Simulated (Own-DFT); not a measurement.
# Point defects and the pressure they add: L1_0 TiAl

Calculated, not measured: single-point runs of Own-DFT, a retired in-house plane-wave DFT program that no person has reviewed, on unrelaxed cells, without spin or spin-orbit coupling.

Settings: PBE; PseudoDojo norm-conserving scalar-relativistic files; cutoff 42 hartree; 4 x 4 x 4 k mesh centred on Gamma; cold (Marzari-Vanderbilt) smearing of 0.2 eV.

Caveats: forces on such cells failed a check on a denser k mesh; stress not checked against mesh or cutoff.

All runs share one cell, with vectors in Å (5.622, 5.622, 0.000); (-5.622, 5.622, 0.000); (0.000, 0.000, 8.133) and a volume of 514.0 Å³. The atoms are randomly displaced, by u rms on each axis. The defect's site can differ from row to row.

| cell | formula | u (Å) | P (GPa) |
|---|---|---|---|
| no defect | Al16Ti16 | 0.0207 | 1.19 |
| no defect | Al16Ti16 | 0.0460 | 1.70 |
| no defect | Al16Ti16 | 0.0512 | 1.78 |
| two Al vacancies | Al14Ti16 | 0.0279 | -0.67 |
| two Al vacancies | Al14Ti16 | 0.0295 | -0.51 |
| two Al vacancies | Al14Ti16 | 0.0495 | ? |
| two Al vacancies | Al14Ti16 | 0.0543 | -0.33 |
| one Ti vacancy | Al16Ti15 | 0.0265 | 0.42 |
| one Ti vacancy | Al16Ti15 | 0.0280 | 0.64 |
| one Ti vacancy | Al16Ti15 | 0.0291 | 0.45 |

## Analysis

P = P0 + c u² + a shift for each defect gives P0 = 1.22 GPa, c = 195 ± 52 GPa/Å² and a scatter of 0.12 GPa. The shifts, and each times the cell's volume:

- one Ti vacancy: -0.87 ± 0.11 GPa, -2.8 eV
- two Al vacancies: -2.02 ± 0.10 GPa, -6.5 eV (-3.2 eV for each of its 2 sites)

A positive shift means that the defect pushes the cell outwards. Shift times volume (160.2 GPa Å³ is 1 eV) depends little on the cell's size, so, taken for each site, it can be compared between cells at like pressure. The atoms around the defects weren't relaxed, which would change these numbers.

## Prediction

Q: what pressure belongs in the blank (two Al vacancies, u = 0.0495 Å)?

The fitted form gives -0.32 ± 0.15 GPa. The hidden result is 0.01 GPa.
